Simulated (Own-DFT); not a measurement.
# Which defects push the lattice out? D0_22 TiAl3

No measurement is shown. These are fixed-geometry runs of a retired plane-wave code named Own-DFT, which no person has reviewed; spin and spin-orbit coupling are neglected.

All runs used: PBE; PseudoDojo norm-conserving scalar-relativistic files; cutoff 42 hartree; 4 x 4 x 4 k mesh centred on Gamma; cold (Marzari-Vanderbilt) smearing of 0.2 eV.

Keep in mind: forces on such cells failed a check on a denser k mesh; stress not checked against mesh or cutoff.

All runs share one cell, with vectors in Å (-2.365, -6.981, 4.326); (-7.667, 3.491, 1.442); (-2.950, -3.488, -7.241) and a volume of 625.4 Å³. The atoms are randomly displaced, by u rms on each axis. The defect's site can differ from row to row.

```
cell,formula,u (Å),P (GPa)
no defect,Al30Ti10,0.0197,1.98
no defect,Al30Ti10,0.0199,1.98
no defect,Al30Ti10,0.0506,2.64
two Ti on an Al site each,Al28Ti12,0.0291,3.33
two Ti on an Al site each,Al28Ti12,0.0307,3.07
two Ti on an Al site each,Al28Ti12,0.0438,3.62
two Al vacancies,Al28Ti10,0.0285,1.12
two Al vacancies,Al28Ti10,0.0303,1.34
two Al vacancies,Al28Ti10,0.0557,1.82
two Al on a Ti site each,Al32Ti8,0.0288,2.86
two Al on a Ti site each,Al32Ti8,0.0298,?
two Al on a Ti site each,Al32Ti8,0.0475,3.36
two Al on a Ti site each,Al32Ti8,0.0525,3.43
```

## Fit

P = P0 + c u² + a shift for each defect gives P0 = 1.87 GPa, c = 300 ± 35 GPa/Å² and a scatter of 0.10 GPa. The shifts, and each times the cell's volume:

- two Ti on an Al site each: 1.10 ± 0.09 GPa, 4.3 eV (2.1 eV for each of its 2 sites)
- two Al on a Ti site each: 0.77 ± 0.09 GPa, 3.0 eV (1.5 eV for each of its 2 sites)
- two Al vacancies: -0.92 ± 0.09 GPa, -3.6 eV (-1.8 eV for each of its 2 sites)

A positive shift means that the defect pushes the cell outwards. Shift times volume (160.2 GPa Å³ is 1 eV) depends little on the cell's size, so, taken for each site, it can be compared between cells at like pressure. The atoms around the defects weren't relaxed, which would change these numbers.

## Withheld run

Question: what pressure belongs in the blank (two Al on a Ti site each, u = 0.0298 Å)?

From the fit: 2.90 ± 0.13 GPa. DFT gave 2.86 GPa.
